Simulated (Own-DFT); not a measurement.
# How HSE06 shifts the pressure of monoclinic HfO2, 94 atoms (Hf32O62), with two O vacancies

All values are computed. Each geometry was run twice at fixed positions with Own-DFT, a retired in-house plane-wave program that no person has reviewed: with PBE, and with HSE06 (exact exchange share 0.25 at short range, screening 0.11 per bohr, Gygi-Baldereschi treatment of its divergence). Both used PseudoDojo norm-conserving files made for PBE, a cutoff of 48 hartree, the Gamma point alone, fixed occupations, a neutral cell and no spin. The unstrained cell is 10.1 Å across at its thinnest, so Gamma alone is coarse and defects feel their images. The hafnium file keeps the 4f electrons in the core, and its forces lie about 75 meV/Å off all-electron values. The oxygen file's force components were 24 meV/Å off all-electron values in a glass.

Unstrained cell vectors in Å: (10.234, 0.000, 0.000); (0.000, 10.350, 0.000); (-1.696, 0.000, 10.445), volume V0 = 1106.4 Å³, from measured lattice constants. Each geometry has its own random strain of a few per cent, its own defect sites and random moves of rms u per axis. HSE06 gave the energy alone. D is its energy less that of PBE, over the lowest D shown. The PBE stress wasn't checked against mesh or cutoff.

```
run  V - V0 (Å³)   u (Å)  P with PBE (GPa)  D (eV)
  1         -1.0  0.0479              5.96   1.023
  2         31.4  0.0305             -2.73   1.541
  3         -6.5  0.0288              6.29   0.650
  4         11.7  0.0300              1.14   1.043
  5         -3.3  0.0294              5.33   0.723
  6         -5.2  0.0500              6.60   0.873
  7        -32.2  0.0293             11.60   0.000
  8         -5.3  0.0483              6.01   0.862
  9        -26.3  0.0546             11.72   0.266
 10         42.6  0.0525             -3.58   2.007
 11        -29.3  0.0296             11.70   0.159
 12         22.4  0.0284             -1.08   1.309
 13         32.7  0.0463             -1.29   1.768
 14          7.8  0.0501              3.74       ?
```

## Worked fit

D = 0.72 + 0.0242 (V - V0) + 102 u² eV, with an error of 0.0007 on the volume slope, 20 on the last term and a scatter of 0.06 eV. Pressure is -dE/dV, and 1 eV/Å³ is 160.2 GPa, so HSE06 changes the pressure by -3.9 ± 0.1 GPa. With the ions held to the strained lattice, the PBE pressure falls by 249 ± 7 GPa per unit of volume strain; the shape of the strain isn't fitted, so the true error is larger, and a relaxed crystal would be softer. On that slope HSE06's volume at a given pressure is about 1.6 % smaller, or 0.5 % in lengths. At u = 0 and V0 the PBE pressure is 3.8 GPa, which puts the zero-pressure volume, against the measured cell and with the defects in, at +1.5 % for PBE and -0.0 % for HSE06, each good to a few tenths of a per cent.

## Withheld run

Asked: what D should run 14 give?

The fitted form gives 1.16 eV, with rows scattering by 0.06. The run itself gave 1.230 eV.
